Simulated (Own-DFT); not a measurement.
# Which defects push the lattice out? 4H SiC

The numbers are computed, not measured, by runs of the plane-wave DFT program Own-DFT (in-house, retired, unreviewed) at fixed positions, with no spin and no spin-orbit coupling.

Method: PBE; PseudoDojo norm-conserving scalar-relativistic files; cutoff 42 hartree; 4 x 4 x 3 k mesh centred on Gamma; Fermi-Dirac smearing of 0.1 eV.

Limits (not all hold for every row): a neutral cation vacancy leaves holes that likely carry spin, which these runs leave out; some atoms lie very close together; not probed for a lower state with spin; forces on such cells failed a check on a denser k mesh; forces on such cells passed a denser k mesh, each cell not checked; stress not checked against mesh or cutoff.

All runs share one cell, with vectors in Å (9.248, 0.000, 0.000); (-4.624, 8.009, 0.000); (0.000, 0.000, 10.068) and a volume of 745.7 Å³. The atoms are randomly displaced, by u rms on each axis. The defect's site can differ from row to row.

```
                                     cell     formula   u (Å)  P (GPa)
                                no defect     C36Si36  0.0262     3.57
                                no defect     C36Si36  0.0302     3.78
                                no defect     C36Si36  0.0584     5.99
one Al on a Si site and one N on a C site  AlC35NSi35  0.0463        ?
one Al on a Si site and one N on a C site  AlC35NSi35  0.0468     4.91
one Al on a Si site and one N on a C site  AlC35NSi35  0.0503     5.42
one Al on a Si site and one N on a C site  AlC35NSi35  0.0524     5.43
                       one Si on a C site     C35Si37  0.0467    11.46
                       one Si on a C site     C35Si37  0.0488    11.51
                       one Si on a C site     C35Si37  0.0505    11.69
                           one Si vacancy     C36Si35  0.0288     3.11
                           one Si vacancy     C36Si35  0.0313     3.31
                           one Si vacancy     C36Si35  0.0322     3.30
                   two N on a C site each   C34N2Si36  0.0299     2.78
                   two N on a C site each   C34N2Si36  0.0304     2.70
                   two N on a C site each   C34N2Si36  0.0462     3.84
```

## Worked fit

P = P0 + c u² + a shift for each defect gives P0 = 2.96 GPa, c = 888 ± 29 GPa/Å² and a scatter of 0.07 GPa. The shifts, and each times the cell's volume:

- one Si on a C site: 6.48 ± 0.06 GPa, 30.1 eV
- one Al on a Si site and one N on a C site: 0.08 ± 0.06 GPa, 0.4 eV (not resolved)
- one Si vacancy: -0.57 ± 0.06 GPa, -2.6 eV
- two N on a C site each: -1.03 ± 0.06 GPa, -4.8 eV (-2.4 eV for each of its 2 sites)

Positive is outwards. The product with the volume (160.2 GPa Å³ to the eV) is nearly free of the cell's size; divided by the bulk modulus at the cell's pressure it gives the volume that the defect adds. The atoms around the defects weren't relaxed, which would change these numbers.

## Withheld run

Asked: what pressure belongs in the blank (one Al on a Si site and one N on a C site, u = 0.0463 Å)?

From the fit: 4.95 ± 0.08 GPa. Computed: 5.04 GPa.
